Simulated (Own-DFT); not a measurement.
Simulation results for SiC (4H silicon carbide, strained, atoms displaced)

All values are calculated (Own-DFT development build). A calculation, not a measurement: plane-wave PBE density functional theory by an unreviewed code, no spin, of a simulated periodic cell, stress positive in tension, free energy of the whole cell less one offset for each atom, forces on such cells passed a denser k mesh, this cell's mesh not checked; offsets are fitted by least squares, one for each functional and potential file, so energies compare only between cells with the same atoms and settings and are not formation energies; the far tail of each file's local potential was reset to the Coulomb form; each entry is a single point on an unrelaxed cell, so the pressure reflects the starting lattice, mostly measured values (interpolated for alloys), from which strain is counted, and rises with the displacements; printed positions are rounded, which can move forces by about a meV/angstrom; the program, named Own-DFT, is a retired in-house code; no spin-orbit coupling.

SiC (4H silicon carbide, strained, atoms displaced)

```
cell vectors (Å)
   9.1734     0.1825    -0.0808
  -4.4286     7.8784     0.0035
  -0.0880    -0.0464    10.1463
atoms (fractions of the cell vectors)
Si  0.99455  0.99609  0.40057
Si  0.10752  0.22123  0.15728
C   0.99274  0.99446  0.09740
C   0.10210  0.21769  0.34284
Si  0.99961  0.33383  0.40909
Si  0.11554  0.55556  0.16662
C   0.01500  0.34128  0.09041
C   0.11011  0.56547  0.34889
Si  0.00317  0.66883  0.41070
Si  0.11086  0.89315  0.15962
C   0.98971  0.66129  0.10025
C   0.10210  0.88728  0.34827
Si  0.33392  0.99357  0.40214
Si  0.44900  0.21816  0.15775
C   0.32339  0.99423  0.09558
C   0.46137  0.23720  0.34189
Si  0.34455  0.33434  0.41619
Si  0.43743  0.54927  0.15690
C   0.33213  0.33615  0.09607
C   0.44267  0.54917  0.34364
Si  0.34199  0.67855  0.40117
Si  0.45526  0.89008  0.15927
C   0.33561  0.67308  0.08640
C   0.43591  0.87973  0.34252
Si  0.67376  0.00425  0.40252
Si  0.77631  0.21506  0.15798
C   0.67930  0.00199  0.09639
C   0.78634  0.22459  0.34954
Si  0.66154  0.33507  0.40474
Si  0.76927  0.54775  0.14446
C   0.66485  0.34045  0.09566
C   0.78389  0.55527  0.34530
Si  0.66186  0.65518  0.40707
Si  0.77906  0.89196  0.16171
C   0.67430  0.66853  0.09476
C   0.78964  0.89731  0.34504
Si  0.00688  0.99924  0.90900
Si  0.89091  0.78184  0.65311
C   0.00149  0.99188  0.59678
C   0.89694  0.78421  0.84263
Si  0.99848  0.67403  0.89859
Si  0.88901  0.44698  0.65021
C   0.00016  0.65610  0.59376
C   0.89466  0.45190  0.84249
Si  0.99868  0.32626  0.89818
Si  0.89212  0.10358  0.64570
C   0.00126  0.32583  0.59182
C   0.87588  0.09838  0.83933
Si  0.66395  0.00015  0.91112
Si  0.54722  0.77321  0.66254
C   0.67074  0.00216  0.59596
C   0.56343  0.78116  0.84759
Si  0.67361  0.66636  0.90979
Si  0.55423  0.44144  0.65495
C   0.65920  0.66607  0.59502
C   0.54640  0.43534  0.84024
Si  0.67274  0.33564  0.91193
Si  0.55203  0.11237  0.65607
C   0.67206  0.33615  0.58831
C   0.54879  0.11027  0.84735
Si  0.32126  0.99079  0.90487
Si  0.22497  0.77915  0.65494
C   0.33587  0.00419  0.58892
C   0.21275  0.77407  0.84231
Si  0.33623  0.66479  0.89921
Si  0.22323  0.44409  0.66030
C   0.33654  0.66736  0.59173
C   0.22607  0.46372  0.83909
Si  0.33991  0.33173  0.90973
Si  0.21909  0.10586  0.65776
C   0.34811  0.34234  0.59276
C   0.21723  0.11966  0.83781
```

```
functional                        : PBE
potential files                   : PseudoDojo norm-conserving, scalar-relativistic, standard set
wave cutoff                       : 42 hartree
occupations                       : Fermi-Dirac
smearing width                    : 0.1 eV
hardware                          : one NVIDIA H100
k mesh                            : 4 x 4 x 3 centred on Gamma
free energy of cell above offsets : -5.141 eV
pressure                          : 6.62 GPa
stress xx                         : -8.96 GPa
stress yy                         : -9.51 GPa
stress zz                         : -1.38 GPa
stress yz                         : -2.32 GPa
stress xz                         : -2.87 GPa
stress xy                         : 7.76 GPa
wall time                         : 350.6 s
```

Force:
| element | x (eV/Å) | y (eV/Å) | z (eV/Å) |
| --- | --- | --- | --- |
| Si | 1.27 | 1.961 | 2.092 |
| Si | 1.222 | -0.329 | 0.17 |
| C | 0.612 | 1.446 | -0.922 |
| C | 2.068 | 0.804 | 0.62 |
| Si | 0.844 | 0.967 | -0.199 |
| Si | -1.128 | 0.999 | -2.279 |
| C | -2.325 | -1.007 | -0.195 |
| C | 2.854 | -1.601 | -0.248 |
| Si | -1.771 | -0.03 | -0.356 |
| Si | -0.297 | -2.369 | 0.388 |
| C | 1.499 | 0.954 | -1.525 |
| C | 2.623 | 0.439 | -0.76 |
| Si | -1.932 | 1.793 | 0.566 |
| Si | -1.643 | 0.779 | -0.537 |
| C | 1.661 | 0.889 | -0.144 |
| C | -2.148 | -3.787 | -0.418 |
| Si | -2.272 | -0.45 | -2.395 |
| Si | 0.859 | 1.692 | -0.39 |
| C | 0.669 | -1.905 | -0.531 |
| C | -0.405 | 1.018 | -0.139 |
| Si | -0.261 | -4.459 | 2.077 |
| Si | -1.553 | -0.567 | -1.411 |
| C | 0.402 | -0.632 | 1.403 |
| C | 2.199 | 3.518 | -1.179 |
| Si | -0.662 | -0.572 | 1.813 |
| Si | 0.936 | 3.069 | 0.425 |
| C | -2.965 | -0.136 | -0.483 |
| C | -1.988 | -0.309 | -1.491 |
| Si | 3.71 | 1.292 | 0.688 |
| Si | 2.09 | 2.81 | 3.882 |
| C | 1.171 | -4.044 | -0.876 |
| C | -0.79 | -0.229 | -0.623 |
| Si | 0.335 | 1.666 | -0.034 |
| Si | 2.149 | -1.711 | -0.184 |
| C | -2.793 | 0.291 | -0.255 |
| C | -2.736 | -2.925 | -0.392 |
| Si | -2.198 | 0.598 | -0.088 |
| Si | -0.225 | -2.436 | 0.705 |
| C | 0.274 | 1.242 | -2.099 |
| C | -2.112 | -0.317 | -0.836 |
| Si | 1.877 | -2.074 | 2.733 |
| Si | 0.676 | -2.017 | 1.493 |
| C | -0.544 | 2.873 | -0.254 |
| C | -0.98 | -1.364 | -0.354 |
| Si | 0.003 | 1.193 | 0.767 |
| Si | -1.584 | 0.531 | 2.234 |
| C | 0.062 | 0.882 | 0.594 |
| C | 1.344 | 1.497 | 0.401 |
| Si | 0.448 | -0.021 | -1.203 |
| Si | 1.226 | 1.539 | -0.809 |
| C | -0.926 | -0.973 | -1.045 |
| C | -1.251 | -0.772 | 0.003 |
| Si | -0.471 | -0.138 | -0.793 |
| Si | 1.562 | 1.222 | 0.671 |
| C | 1.445 | 0.009 | -0.077 |
| C | 1.642 | 1.62 | 0.976 |
| Si | -0.507 | -0.209 | -1.693 |
| Si | 1.434 | 0.482 | 0.156 |
| C | -0.93 | -0.636 | 0.872 |
| C | -0.037 | -0.204 | 0.143 |
| Si | 0.619 | 1.559 | 0.339 |
| Si | -0.422 | -0.377 | -0.124 |
| C | 0.087 | -0.941 | 0.343 |
| C | 1.295 | 0.873 | -0.567 |
| Si | -0.401 | 2.882 | 1.866 |
| Si | 0.095 | 0.348 | -1.726 |
| C | -0.724 | -0.11 | -0.097 |
| C | 0.951 | -5.061 | 0.235 |
| Si | -1.974 | 1.104 | -0.293 |
| Si | 0.158 | 1.442 | -1.236 |
| C | -2.408 | -2.379 | 1.08 |
| C | 0.991 | -1.192 | 1.526 |
